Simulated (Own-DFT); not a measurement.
Simulation results for Si₁₂O₂₃ (quartz with two neutral oxygen vacancies, strained, atoms displaced)

All values are calculated (Own-DFT development build). A calculation, not a measurement: plane-wave PBE and HSE06 DFT by an unreviewed code, no spin, of a simulated cell at Gamma alone, so results move with cell size and shape, stress positive in tension, energies less offsets, not probed for a lower state with spin; oxygen file: force components 24 meV/angstrom off all-electron in a glass; k mesh not checked against a denser one; forces and stress are PBE's, HSE06 gives the energy alone, and its difference from PBE has offsets of its own; offsets are fitted by least squares, one for each functional and potential file, so energies compare only between cells with the same atoms and settings and are not formation energies; the far tail of each file's local potential was reset to the Coulomb form; each entry is a single point on an unrelaxed cell, so the pressure reflects the starting lattice, mostly measured values (interpolated for alloys), from which strain is counted, and rises with the displacements; printed positions are rounded, which can move forces by about a meV/angstrom; the program, named Own-DFT, is a retired in-house code; no spin-orbit coupling.

```xyz
70
Lattice="10.0137 0.0928 -0.1075 -4.9265 8.5085 0.0881 -0.1183 0.0437 10.9766" Properties=species:S:1:pos:R:3:force_x:R:1:force_y:R:1:force_z:R:1 formula=Si12O23 first_functional=PBE second_functional=HSE06 exact_exchange_share=0.25 screening=0.11 exchange_divergence=Gygi-Baldereschi potential_files=PseudoDojo_norm-conserving,scalar-relativistic,made_for_PBE,standard_set wave_cutoff=48 occupations=fixed k_mesh=1_x_1_x_1_centred_on_Gamma PBE_energy_of_cell_above_offsets=-21.179 HSE06_less_PBE_above_offsets=1.056 PBE_pressure=0.22 PBE_stress_xx=1.66 PBE_stress_yy=-3.56 PBE_stress_zz=1.25 PBE_stress_yz=3.37 PBE_stress_xz=-2.94 PBE_stress_xy=4.06
Si    -2.6580     8.5626    11.0316      -2.53     -0.035      0.016
Si     8.8108     2.0872     3.5955      0.666      0.293     -1.371
Si     1.2629     2.2383     1.8045      2.414     -0.814      -0.53
O      2.8001     2.5407     2.4847     -1.855      0.243     -1.504
O      3.2655     0.6743     4.2726     -0.856     -0.756      1.301
O     -1.1389     3.1198     4.8556      0.817      1.531      0.947
O      0.3186     1.7555     3.0475     -1.305      0.008      0.513
O      0.8459     3.7020     1.1901     -0.005     -0.695      0.119
Si     2.2526     0.0774     5.4866      2.548      -0.72      -1.11
Si    -1.2010     2.0077     9.1455      -4.02      1.153       1.86
Si     1.2924     2.2982     7.3699     -1.677      0.333      -1.03
O      1.3606     1.1966     6.1672      -0.74      0.752      0.805
O      2.7800     2.5490     7.9073     -1.009      0.462     -0.514
O      3.2400     0.6895     9.8076      0.522      0.969     -0.807
O     -1.1774     3.1492    10.3433       0.48     -0.088     -0.359
O      0.1758     1.8197     8.5081      4.535     -0.468     -1.953
O      0.7980     3.6998     6.6988     -0.625      0.058     -0.385
Si    -0.1291     4.2753     0.0205      1.228     -0.028     -1.315
Si     6.3081     6.3906     3.5928      2.161      -0.93      3.367
Si    -1.1674     6.5906     1.8499      1.706     -6.124      2.688
O     -1.0439     5.3798     0.6780     -1.248       2.13      1.485
O      0.3355     6.7670     2.5068     -0.613      0.115      -0.14
O      0.8432     4.9009     4.3041     -1.177     -0.397      1.434
O     -3.5945     7.4380     4.9425     -0.571     -1.119     -1.258
O     -2.2302     6.0500     3.0519      0.949        0.3     -0.795
O     -1.6220     7.8971     1.2754     -1.336      4.225     -2.168
Si    -0.1805     4.3307     5.5139      0.709     -0.791      -0.54
Si     6.2473     6.3641     9.0918      3.909      1.217      1.416
Si    -1.1858     6.5683     7.3222      0.242     -0.055       4.47
O     -1.1128     5.4705     6.2308      0.595      -2.81     -2.845
O      0.2926     6.8185     7.9947      -0.56     -0.103     -0.334
O      0.7740     5.0048     9.8521     -0.862     -1.691      0.913
O     -2.2352     6.0594     8.5336     -0.375      0.096     -0.178
O     -1.6824     7.9158     6.7284     -1.322      2.693     -1.567
Si     2.3579     8.6184    10.9784      -2.22      0.601     -0.247
Si     3.7991     2.0520     3.6114      0.749      0.015      0.737
Si     6.2905     2.3513     1.7577      1.334     -2.601      0.849
O      6.3670     1.2031     0.5460      0.724     -0.013      0.686
O      7.8264     2.5732     2.3746       -0.7     -0.334      0.118
O      8.2721     0.7148     4.2652     -0.009     -0.349      0.001
O      3.8337     3.1973     4.7859       1.27      0.657      0.789
O      5.3049     1.8396     2.9808      0.164      0.082     -0.319
O      5.7711     3.6865     1.1363     -0.497       1.74     -0.836
Si     7.2678     0.0954     5.3705      0.635     -0.443      1.567
Si     3.7202     2.0867     9.0738      3.494     -0.798      2.219
Si     6.2690     2.3701     7.2228      1.471     -2.619      2.447
O      6.3478     1.2074     6.0855     -0.156      0.323     -0.268
O      7.7780     2.5687     7.8751     -0.722     -0.008     -0.409
O      8.1916     0.7590     9.7278       0.73     -0.218     -0.082
O      3.7974     3.2047    10.3118     -0.399     -0.878     -1.369
O      5.2577     1.8524     8.4145     -1.376      0.306       0.42
O      5.7960     3.7444     6.6851     -0.872      1.965     -1.574
Si     4.8179     4.3191    -0.0255      2.745     -1.178     -1.803
Si     1.3516     6.3162     3.6897      0.155     -0.425     -0.749
Si     3.8356     6.6245     1.7832      1.388     -3.712      2.507
O      3.9511     5.4206     0.6198     -1.878      3.359      2.019
O      5.3649     6.8350     2.4597      -3.37      0.751     -2.742
O      5.7722     4.9925     4.3110      0.479      0.453     -0.315
O      1.3940     7.4466     4.8584      0.115      0.028     -0.164
O      2.8390     6.0920     3.0291      0.563      0.616     -1.079
O      3.4256     8.0015     1.2163         -1      2.042     -1.555
Si     4.8597     4.3160     5.4763     -1.415      0.664     -0.714
Si     1.3301     6.3195     9.1451     -1.355      1.344      0.317
Si     3.8042     6.6722     7.3008      2.002     -6.095      1.798
O      3.9074     5.4737     6.1388      0.107      0.413      0.679
O      5.3243     6.8776     7.9341     -2.306      0.848      -1.59
O      5.7041     5.0112     9.7390     -1.149     -1.286      1.586
O      1.3500     7.4844    10.3152      1.235      0.425      0.454
O      2.7457     6.1449     8.4533      1.762     -0.375     -0.319
O      3.2600     7.9221     6.7157     -2.493      5.745     -3.691
```

Units: screening in 1/bohr; wave_cutoff in hartree; PBE_energy_of_cell_above_offsets, HSE06_less_PBE_above_offsets in eV; PBE_pressure, PBE_stress_xx, PBE_stress_yy, PBE_stress_zz, PBE_stress_yz, PBE_stress_xz, PBE_stress_xy in GPa; force_x, force_y, force_z in eV/Å.
